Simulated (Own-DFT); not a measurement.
# How strain changes the stress of wurtzite AlN, 72 atoms (Al36N36)

These are calculations, not measurements. They come from Own-DFT, an in-house plane-wave density functional program, since retired, whose code no person has reviewed. Each row is one single-point run on a periodic cell that was not relaxed, without spin or spin-orbit coupling.

Settings of every run: PBE; PseudoDojo norm-conserving scalar-relativistic files; cutoff 42 hartree; 4 x 4 x 3 k mesh centred on Gamma; Gaussian smearing of 0.01 eV.

Known limits: k mesh not checked against a denser one; stress not checked against mesh or cutoff.

Unstrained cell vectors in Å: (9.336, 0.000, 0.000); (-4.668, 8.085, 0.000); (0.000, 0.000, 9.964). The unstrained cell has measured lattice constants (interpolated for alloys), not those of this functional. That, the random moves and any unrelaxed bonds set the pressure at no strain. Each run strains this cell uniformly, with the atoms carried along. Every atom was also moved at random, by a Gaussian of width 0.05 Å on each axis. Strain is the symmetric tensor, in per cent. Stress is positive in tension, and the pressure is minus a third of its trace.

```
run  e_xx (%)  e_yy (%)  e_zz (%)  s_xx (GPa)  s_yy (GPa)  s_zz (GPa)  P (GPa)  E (meV/atom)
  1     -1.75     -1.75      0.00      -15.28      -17.76       -7.53    13.53          13.5
  2     -2.50     -2.50      0.00      -23.26      -22.68       -9.17    18.37          50.2
  3     -3.00     -3.00      0.00      -29.97      -23.59       -9.09    20.89          71.4
  4     -0.75     -0.75      0.00       -8.39      -10.40       -7.75     8.85           5.2
  5     -2.00     -2.00      0.00      -19.70      -17.99       -8.51    15.40          41.2
  6      2.00      2.00      0.00        5.39        4.15       -2.98    -2.19           0.0
  7     -1.50     -1.50      0.00      -15.03      -15.15       -6.93    12.37          14.0
  8     -1.00     -1.00      0.00      -13.41      -10.36       -6.41    10.06          16.0
  9     -2.25     -2.25      0.00           ?           ?           ?        ?             ?
```

E is the free energy for each atom above the lowest run shown.

## Worked fit

The change of volume is close to e_xx + e_yy + e_zz. A straight line through the runs shown gives P = 6.20 - 230 x (fractional change of volume) GPa, with an error of 11 on the slope and a scatter of 0.89 GPa. The strain isn't the same on all axes and the cell isn't cubic, so the slope belongs to this path and is not the bulk modulus.

## Withheld run

Question: what pressure should run 9 give? Its volume changes by -4.45 %.

The line gives 16.4 GPa. The calculation gave 16.95 GPa.
